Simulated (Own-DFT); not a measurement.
# Strain and stress in wurtzite AlGaN with randomly placed atoms, 72 atoms (Al9Ga27N36)

All numbers below are calculated, not measured. They come from Own-DFT, an in-house plane-wave density functional program, since retired, whose code no person has reviewed. Each row is one single-point run on a periodic cell that was not relaxed, without spin or spin-orbit coupling.

Settings of every run: PBE; PseudoDojo norm-conserving scalar-relativistic files (stringent for Ga); cutoff 96 hartree; 4 x 4 x 3 k mesh centred on Gamma; Gaussian smearing of 0.01 eV.

Known limits: forces on such cells passed a denser k mesh, each cell not checked; stress not checked against mesh or cutoff.

Unstrained cell vectors in Å: (9.509, 0.000, 0.000); (-4.755, 8.235, 0.000); (0.000, 0.000, 10.268). The unstrained cell has measured lattice constants (interpolated for alloys), not those of this functional. That, the random moves and any unrelaxed bonds set the pressure at no strain. Each run strains this cell uniformly, with the atoms carried along. Every atom was also moved at random, by a Gaussian of width 0.05 Å on each axis. The random placing of the alloy's atoms differs from row to row. Strain is the symmetric tensor, in per cent. Stress is positive in tension, and the pressure is minus a third of its trace.

```
run  e_xx (%)  e_yy (%)  e_zz (%)  s_xx (GPa)  s_yy (GPa)  s_zz (GPa)  P (GPa)  E (meV/atom)
  1      0.00      0.00     -2.00       -8.96       -8.65      -15.48    11.03          16.4
  2      0.00      0.00     -0.75       -6.67       -8.17      -11.78     8.87          25.6
  3      0.00      0.00      0.75       -6.42       -6.86       -3.68     5.66          10.4
  4      0.00      0.00      1.25       -5.79       -5.94       -1.78     4.50           0.0
  5      0.00      0.00      2.00       -4.62       -6.84        0.65     3.60          13.0
  6      0.00      0.00      2.25       -6.19       -4.80        2.41     2.86           6.9
  7      0.00      0.00     -0.50       -7.89       -7.66       -7.94     7.83           9.8
  8      0.00      0.00     -0.25       -7.42       -5.58       -9.87     7.62          15.1
  9      0.00      0.00      0.25           ?           ?           ?        ?             ?
```

E is the free energy for each atom above the lowest run shown.

## Worked fit

The change of volume is close to e_xx + e_yy + e_zz. A straight line through the runs shown gives P = 7.15 - 191 x (fractional change of volume) GPa, with an error of 6 on the slope and a scatter of 0.23 GPa. The strain isn't the same on all axes and the cell isn't cubic, so the slope belongs to this path and is not the bulk modulus.

## Withheld run

Question: what pressure should run 9 give? Its volume changes by 0.25 %.

The line gives 6.7 GPa. The calculation gave 6.36 GPa.
